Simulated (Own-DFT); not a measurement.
## Calculated data, GaN (wurtzite, atoms displaced)

A calculation, not a measurement: plane-wave PBE density functional theory by an unreviewed code, no spin, of a simulated periodic cell, stress positive in tension, free energy of the whole cell less one offset for each atom, forces on such cells passed a denser k mesh, this cell's mesh not checked; offsets are fitted by least squares, one for each functional and potential file, so energies compare only between cells with the same atoms and settings and are not formation energies; the far tail of each file's local potential was reset to the Coulomb form; each entry is a single point on an unrelaxed cell, so the pressure reflects the starting lattice, mostly measured values (interpolated for alloys), from which strain is counted, and rises with the displacements; printed positions are rounded, which can move forces by about a meV/angstrom; the program, named Own-DFT, is a retired in-house code; no spin-orbit coupling. Program: Own-DFT development build.

Settings shared by all entries: functional PBE; potential files PseudoDojo norm-conserving, scalar-relativistic, standard set; wave cutoff 42 hartree; occupations Fermi-Dirac; smearing width 0.1 eV; hardware one NVIDIA H200; k mesh 3 x 4 x 3 centred on Gamma.

(1) GaN (wurtzite, atoms displaced)

```
cell vectors (Å)
  12.7560     0.0000     0.0000
  -4.7835     8.2853     0.0000
   0.0000     0.0000    10.3700
atoms (fractions of the cell vectors)
Ga  0.08202  0.22207  0.00073
Ga  0.16564  0.11133  0.25271
N   0.08329  0.22257  0.18694
N   0.16509  0.11386  0.43955
Ga  0.08256  0.21923  0.50064
Ga  0.16638  0.11040  0.75226
N   0.08581  0.22586  0.68945
N   0.16643  0.10855  0.93817
Ga  0.08385  0.55525  0.99783
Ga  0.16666  0.44183  0.24805
N   0.08229  0.55521  0.18767
N   0.16983  0.45003  0.43898
Ga  0.08581  0.55759  0.49842
Ga  0.16954  0.44609  0.74833
N   0.08290  0.55611  0.68791
N   0.16701  0.44183  0.93839
Ga  0.08243  0.88699  0.00023
Ga  0.16663  0.77918  0.25138
N   0.08480  0.89037  0.18417
N   0.17133  0.77753  0.44056
Ga  0.08272  0.88813  0.50307
Ga  0.16549  0.77957  0.74797
N   0.08101  0.88679  0.68690
N   0.16897  0.77886  0.94058
Ga  0.33117  0.22041  0.99857
Ga  0.41600  0.11097  0.25246
N   0.33346  0.22138  0.18592
N   0.41844  0.11161  0.43583
Ga  0.33180  0.21910  0.49318
Ga  0.41780  0.10689  0.75299
N   0.33444  0.22284  0.68443
N   0.41869  0.11401  0.94005
Ga  0.33066  0.55530  0.99932
Ga  0.41613  0.44332  0.25050
N   0.33566  0.55776  0.19055
N   0.41760  0.44730  0.43840
Ga  0.33184  0.55411  0.49996
Ga  0.41594  0.44089  0.75211
N   0.33588  0.55683  0.68902
N   0.41693  0.44329  0.93855
Ga  0.33525  0.88851  0.00248
Ga  0.41582  0.77557  0.25105
N   0.33349  0.89130  0.19005
N   0.41638  0.77743  0.43600
Ga  0.33361  0.88652  0.49983
Ga  0.41645  0.77873  0.74955
N   0.33445  0.89031  0.68745
N   0.41615  0.77850  0.94024
Ga  0.58419  0.22078  0.00117
Ga  0.66603  0.11373  0.24942
N   0.58542  0.22474  0.19150
N   0.66281  0.10924  0.43701
Ga  0.58425  0.22292  0.50033
Ga  0.66690  0.10905  0.74717
N   0.58443  0.21970  0.68727
N   0.66412  0.10816  0.93947
Ga  0.58126  0.55280  0.00096
Ga  0.66559  0.44290  0.25536
N   0.58394  0.54989  0.18962
N   0.66828  0.44513  0.43835
Ga  0.58123  0.55629  0.49885
Ga  0.66746  0.44638  0.75240
N   0.58166  0.55382  0.68855
N   0.66675  0.44824  0.93843
Ga  0.58442  0.88849  0.00181
Ga  0.66564  0.78060  0.24993
N   0.58466  0.88903  0.18790
N   0.66588  0.77634  0.43569
Ga  0.58480  0.88845  0.50116
Ga  0.66760  0.78286  0.75385
N   0.58042  0.88719  0.68848
N   0.66841  0.77744  0.94168
Ga  0.83527  0.22111  0.99934
Ga  0.91634  0.10965  0.24977
N   0.83543  0.22455  0.18505
N   0.91746  0.10877  0.43566
Ga  0.83363  0.22314  0.50049
Ga  0.91749  0.11112  0.75467
N   0.83292  0.22406  0.68920
N   0.91598  0.11473  0.93681
Ga  0.83296  0.55368  0.00149
Ga  0.91394  0.44387  0.25498
N   0.83677  0.55883  0.18983
N   0.91572  0.44723  0.43802
Ga  0.83234  0.55675  0.49717
Ga  0.91579  0.44513  0.75260
N   0.83185  0.55394  0.68541
N   0.91491  0.44511  0.93905
Ga  0.83293  0.88703  0.99855
Ga  0.91791  0.77768  0.24932
N   0.83353  0.88726  0.18748
N   0.91426  0.77756  0.43557
Ga  0.83214  0.89107  0.49582
Ga  0.91512  0.77465  0.75300
N   0.83287  0.88355  0.68881
N   0.91257  0.77735  0.93426
```

The calculation gives: free energy of cell above offsets 19.012 eV; pressure 5.91 GPa; stress xx -5.62 GPa; stress yy -5.09 GPa; stress zz -7.04 GPa; stress yz -0.27 GPa; stress xz -0.11 GPa; stress xy 0.32 GPa; wall time 1096 s.

Force:
```
element  x (eV/Å)  y (eV/Å)  z (eV/Å)
     Ga     0.374    -0.208    -0.266
     Ga      0.25    -0.056    -0.721
      N     0.064    -0.275     0.258
      N     0.493    -0.787    -0.289
     Ga    -0.445     0.944     0.256
     Ga     0.327     0.189    -0.636
      N    -0.261    -0.624    -0.088
      N     -0.53      0.09     0.101
     Ga    -0.166     0.018     0.377
     Ga     -0.31     0.689     0.261
      N     0.163    -0.015     0.222
      N    -0.345    -1.222    -0.319
     Ga    -0.439    -0.374     0.324
     Ga    -0.324     0.219     0.106
      N     0.123    -0.059      0.13
      N    -0.404     0.132    -0.194
     Ga    -0.065    -0.129    -0.476
     Ga     0.168    -0.312    -0.303
      N    -0.201     0.027     0.968
      N    -1.318     0.353    -0.353
     Ga    -0.066    -0.199    -0.757
     Ga     0.494    -0.213     0.422
      N    -0.037     0.326      0.53
      N    -0.296    -0.085     -0.61
     Ga      0.37     0.162     0.174
     Ga     0.247      0.18    -0.733
      N    -0.358    -0.015     0.578
      N    -0.289    -0.188      0.61
     Ga     0.361     0.568     0.952
     Ga    -0.373     0.845    -0.495
      N    -0.012    -0.645     0.333
      N    -0.103    -0.457     0.005
     Ga     0.741     0.074     0.276
     Ga     0.275     0.072    -0.231
      N    -0.268    -0.525    -0.574
      N    -0.221    -0.615    -0.194
     Ga     0.483     0.453     0.181
     Ga     0.109     0.197    -0.496
      N    -0.186    -0.023     -0.04
      N    -0.546     0.066     0.217
     Ga    -0.373     0.408    -0.005
     Ga    -0.025     0.606    -0.256
      N     0.281    -0.335    -0.008
      N     0.376     -0.02     0.668
     Ga     0.474     0.651      0.02
     Ga    -0.145    -0.296     0.338
      N    -0.228    -0.405       0.1
      N     0.383    -0.183    -0.303
     Ga    -0.175     0.575     0.111
     Ga     0.584    -0.319    -0.112
      N    -0.384    -0.271    -0.488
      N      0.94     0.177     0.237
     Ga    -0.267     0.088     0.123
     Ga    -0.259     0.214     0.569
      N     -0.31     0.343      0.32
      N     0.585     0.297    -0.365
     Ga     0.158     0.193     0.252
     Ga     0.468     0.409    -0.831
      N    -0.627       0.8    -0.011
      N    -0.597    -0.105     0.493
     Ga     0.582    -0.163     0.495
     Ga    -0.167    -0.327    -0.576
      N     0.118     0.532     0.068
      N     0.423     -0.66     0.259
     Ga    -0.181     -0.15    -0.186
     Ga     0.605    -0.768    -0.416
      N    -0.553     0.194     0.214
      N    -0.083     0.289     0.378
     Ga    -0.496    -0.167    -0.377
     Ga     0.166    -0.939    -0.443
      N     0.573     0.156    -0.019
      N      -0.6    -0.082    -0.262
     Ga    -1.079     0.318     0.042
     Ga    -0.192     0.097    -0.476
      N     -0.19    -0.321     0.729
      N    -0.482     0.683     0.397
     Ga    -0.142    -0.076    -0.142
     Ga    -0.039    -0.088    -1.323
      N     0.565    -0.381    -0.117
      N     0.712    -0.697     0.581
     Ga    -0.398     0.296     0.159
     Ga     0.634     0.102    -1.076
      N    -0.573    -0.523    -0.136
      N     0.589    -0.334     0.537
     Ga     0.062     0.171     0.539
     Ga     0.002     0.143     -0.54
      N     0.215     0.136     0.324
      N     0.469    -0.115    -0.072
     Ga     -0.09     0.435     0.417
     Ga    -0.071     0.231    -0.161
      N    -0.106     0.214    -0.043
      N     0.579     0.359     0.366
     Ga     0.288    -0.638     0.769
     Ga     -0.03    -0.192    -1.062
      N    -0.454     0.965    -0.291
      N     1.005    -0.109     1.085
```

(2) GaN (wurtzite, atoms displaced)

```
cell vectors (Å)
  12.7560     0.0000     0.0000
  -4.7835     8.2853     0.0000
   0.0000     0.0000    10.3700
atoms (fractions of the cell vectors)
Ga  0.08305  0.21975  0.00090
Ga  0.16758  0.11390  0.25079
N   0.08222  0.22198  0.18631
N   0.16193  0.10826  0.44021
Ga  0.08477  0.22517  0.50153
Ga  0.16832  0.10951  0.74883
N   0.08403  0.22277  0.68629
N   0.16398  0.11004  0.93887
Ga  0.08299  0.55454  0.99967
Ga  0.16694  0.44677  0.24847
N   0.08286  0.55207  0.18770
N   0.16723  0.44596  0.43834
Ga  0.08130  0.55322  0.50102
Ga  0.16997  0.44690  0.75004
N   0.08338  0.55533  0.69014
N   0.16697  0.44733  0.93680
Ga  0.08518  0.88945  0.99638
Ga  0.16714  0.77491  0.25022
N   0.08500  0.89124  0.18738
N   0.16935  0.77708  0.43578
Ga  0.08337  0.88780  0.49907
Ga  0.16786  0.78183  0.75163
N   0.08388  0.89003  0.69037
N   0.16708  0.77745  0.93713
Ga  0.33391  0.22010  0.99906
Ga  0.41798  0.10946  0.24826
N   0.33156  0.21963  0.19088
N   0.41494  0.10824  0.43961
Ga  0.33309  0.22378  0.49836
Ga  0.41823  0.11157  0.74886
N   0.33501  0.22194  0.68898
N   0.41658  0.11088  0.93633
Ga  0.33307  0.55092  0.99929
Ga  0.41523  0.44350  0.24965
N   0.33248  0.55597  0.18925
N   0.41597  0.44265  0.43704
Ga  0.33086  0.55612  0.49813
Ga  0.41757  0.44509  0.74728
N   0.33405  0.55784  0.68818
N   0.41562  0.44096  0.94041
Ga  0.33598  0.89268  0.99870
Ga  0.41482  0.77819  0.24919
N   0.33436  0.88688  0.18607
N   0.41717  0.78009  0.44108
Ga  0.33358  0.88686  0.49889
Ga  0.41508  0.77914  0.75180
N   0.33437  0.88903  0.68979
N   0.41867  0.77621  0.93707
Ga  0.58480  0.22352  0.99909
Ga  0.66956  0.10875  0.25216
N   0.58648  0.22563  0.18859
N   0.66802  0.11077  0.43817
Ga  0.58322  0.22337  0.50096
Ga  0.66685  0.11102  0.74916
N   0.58580  0.22277  0.69003
N   0.66619  0.11121  0.93921
Ga  0.58374  0.55667  0.99973
Ga  0.66924  0.44589  0.24694
N   0.58197  0.55521  0.18900
N   0.66693  0.44472  0.43915
Ga  0.58056  0.55743  0.49902
Ga  0.67069  0.44770  0.75090
N   0.58113  0.55591  0.68446
N   0.66644  0.44404  0.93707
Ga  0.58360  0.88733  0.00081
Ga  0.67124  0.78217  0.24763
N   0.58216  0.88656  0.18647
N   0.66855  0.77800  0.43580
Ga  0.58453  0.89070  0.49790
Ga  0.66832  0.77817  0.74935
N   0.58501  0.89053  0.68879
N   0.66853  0.77804  0.93940
Ga  0.83122  0.21912  0.00050
Ga  0.91448  0.10952  0.25294
N   0.83572  0.22220  0.18989
N   0.91564  0.11102  0.43900
Ga  0.83537  0.22231  0.49918
Ga  0.91827  0.10980  0.74961
N   0.83657  0.22340  0.69044
N   0.91520  0.10834  0.93662
Ga  0.83446  0.55619  0.00046
Ga  0.91234  0.44255  0.24926
N   0.83340  0.55423  0.19192
N   0.91646  0.43982  0.43465
Ga  0.83515  0.55804  0.50207
Ga  0.91874  0.44522  0.75068
N   0.83436  0.55848  0.68801
N   0.91742  0.44729  0.93672
Ga  0.83064  0.88902  0.99872
Ga  0.91927  0.77975  0.24930
N   0.83368  0.89036  0.19139
N   0.91679  0.77557  0.43534
Ga  0.83238  0.88728  0.49921
Ga  0.91803  0.77881  0.74635
N   0.83023  0.88541  0.68908
N   0.91430  0.77782  0.93645
```

The calculation gives: free energy of cell above offsets 18.730 eV; pressure 5.86 GPa; stress xx -5.76 GPa; stress yy -5.77 GPa; stress zz -6.03 GPa; stress yz 0.18 GPa; stress xz 0.1 GPa; stress xy -0.11 GPa; wall time 1104 s.

Force:
```
element  x (eV/Å)  y (eV/Å)  z (eV/Å)
     Ga    -0.516     0.407    -0.321
     Ga    -0.356    -0.404    -0.009
      N     0.019     0.057     0.601
      N     0.629     0.411    -0.206
     Ga    -0.323    -0.272     -0.37
     Ga    -0.403     0.603     0.167
      N     0.289    -0.003     0.595
      N     0.721     0.215    -0.393
     Ga    -0.003     0.161      0.01
     Ga     0.037    -0.611     0.165
      N    -0.636     0.375    -0.023
      N    -0.222    -0.195    -0.204
     Ga     0.106     0.228    -0.085
     Ga    -0.402    -0.315    -0.066
      N      0.14     0.438    -0.313
      N     0.278    -0.625     0.267
     Ga     -0.58    -0.323     0.494
     Ga    -0.336       0.2    -0.528
      N     0.219    -0.281     -0.05
      N    -0.591    -0.187      0.56
     Ga     0.157     -0.14     0.009
     Ga     0.277    -0.592    -0.341
      N     0.109    -0.169    -0.647
      N     0.198      0.15     0.356
     Ga    -0.429    -0.067     0.327
     Ga    -0.059     0.248     0.351
      N     0.441     0.203    -0.473
      N     0.106     0.317    -0.265
     Ga    -0.005    -0.556     0.149
     Ga     0.116     0.068    -0.123
      N    -0.197     0.047     -0.27
      N     0.224      0.19     0.244
     Ga    -0.331     0.519     0.129
     Ga     0.199     0.082    -0.128
      N       0.2    -0.053    -0.191
      N    -0.519     0.322     0.126
     Ga     0.616     0.101     0.277
     Ga    -0.224    -0.033      0.45
      N     0.207    -0.126      -0.2
      N     0.222     0.214    -0.566
     Ga     0.116    -0.777    -0.127
     Ga     0.677    -0.174     0.272
      N     -0.44     0.335     0.079
      N     0.359    -0.366    -0.685
     Ga    -0.229     0.335     0.492
     Ga     0.807    -0.047    -0.354
      N    -0.403     0.142    -0.334
      N    -0.404    -0.011     0.474
     Ga    -0.144    -0.125     0.175
     Ga    -0.643     0.169    -0.472
      N     0.061    -0.668     -0.12
      N    -0.223     0.231     0.192
     Ga      0.12    -0.022    -0.201
     Ga     0.476     0.042      0.16
      N    -0.293      0.27    -0.175
      N      0.08      -0.2    -0.135
     Ga    -0.014    -0.263      0.19
     Ga    -0.784    -0.038     0.836
      N     0.309     0.195    -0.155
      N    -0.076      0.18    -0.117
     Ga     0.747    -0.204    -0.401
     Ga    -0.704    -0.222     -0.44
      N     0.654     0.033     0.712
      N     0.075      0.26     0.295
     Ga    -0.122     0.142    -0.359
     Ga    -0.766    -0.893     0.251
      N     0.086     0.249     0.503
      N    -0.494     0.065     0.129
     Ga     0.194    -0.266     0.455
     Ga    -0.725    -0.259     0.128
      N      -0.2    -0.287    -0.158
      N    -0.597    -0.258    -0.332
     Ga     0.319     0.468    -0.185
     Ga     0.704     0.389    -0.266
      N    -0.465     -0.16    -0.419
      N      0.53    -0.166     0.191
     Ga    -0.383    -0.083     0.546
     Ga    -0.171     0.051      -0.1
      N     -0.36    -0.093    -0.369
      N     0.026     0.414     0.296
     Ga    -0.196     0.172    -0.032
     Ga     1.042     0.088    -0.007
      N    -0.061     0.652    -0.907
      N    -0.361     0.673     0.692
     Ga    -0.121    -0.702    -0.635
     Ga    -0.261    -0.083    -0.141
      N     0.472    -0.267     0.041
      N     0.009    -0.556     0.526
     Ga     0.878      0.07     0.409
     Ga    -0.039    -0.047    -0.253
      N     0.528    -0.036    -0.763
      N     0.014     0.354     0.598
     Ga     0.231     0.113     0.092
     Ga    -0.344      0.03     0.671
      N     0.718     0.499    -0.478
      N      0.41      0.05     0.204
```
